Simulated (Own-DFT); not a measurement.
# Biaxial strain at fixed height in wurtzite GaN, 72 atoms (Ga36N36)

Source: density functional calculations with Own-DFT, an unreviewed in-house program that is no longer used. Nothing was measured or relaxed, and spin and spin-orbit coupling are left out.

Settings: PBE; PseudoDojo norm-conserving scalar-relativistic files; cutoff 42 hartree; 4 x 4 x 3 k mesh centred on Gamma; Fermi-Dirac smearing of 0.1 eV.

Keep in mind: forces not confirmed at this smearing and k mesh; stress not checked against mesh or cutoff.

Unstrained cell vectors in Å: (9.567, 0.000, 0.000); (-4.784, 8.285, 0.000); (0.000, 0.000, 10.370). The unstrained cell has measured lattice constants (interpolated for alloys), not those of this functional. That, the random moves and any unrelaxed bonds set the pressure at no strain. Each run strains x and y alike by e, as a substrate would, and holds the height along z. Random moves of width 0.05 Å per axis were added to every atom. Stress is positive in tension.

```
e (%),u (Å),(s_xx + s_yy)/2 (GPa),s_zz (GPa)
-3.00,0.052,-25.00,-15.12
-2.75,0.047,?,?
-1.75,0.046,-18.32,-8.87
-1.25,0.049,-14.40,-9.79
-0.25,0.051,-8.32,-8.80
0.50,0.047,-4.43,-6.60
1.00,0.048,-2.22,-5.54
1.25,0.050,-1.56,-5.95
1.50,0.049,0.27,-5.83
2.50,0.051,4.15,-3.68
```

## Worked fit

With e as a fraction, the in-plane stress is -7.4 + 529 e - 2428 e² GPa (errors 11 and 656, scatter 0.52), and s_zz is -7.9 + 180 e GPa (slope ± 23, scatter 1.16). At e = 0 the first slope is C11 + C12 and the second 2 C13, both with the ions held to the strained lattice and at the cell's own pressure. The term in e² is negative: the layer stiffens under compression and softens under tension. A free layer would change its height as e changes, and the in-plane slope would drop by 2 C13²/C33 to the biaxial modulus. At fixed height, a misfit of 1 % moves the in-plane stress by about 5.3 GPa and s_zz by 1.8 GPa.

## Test on the hidden row

Question: what are the two stresses at e = -2.75 %?

From the fit: -23.8 and -12.9 GPa. The hidden result is -23.69 and -12.40 GPa.
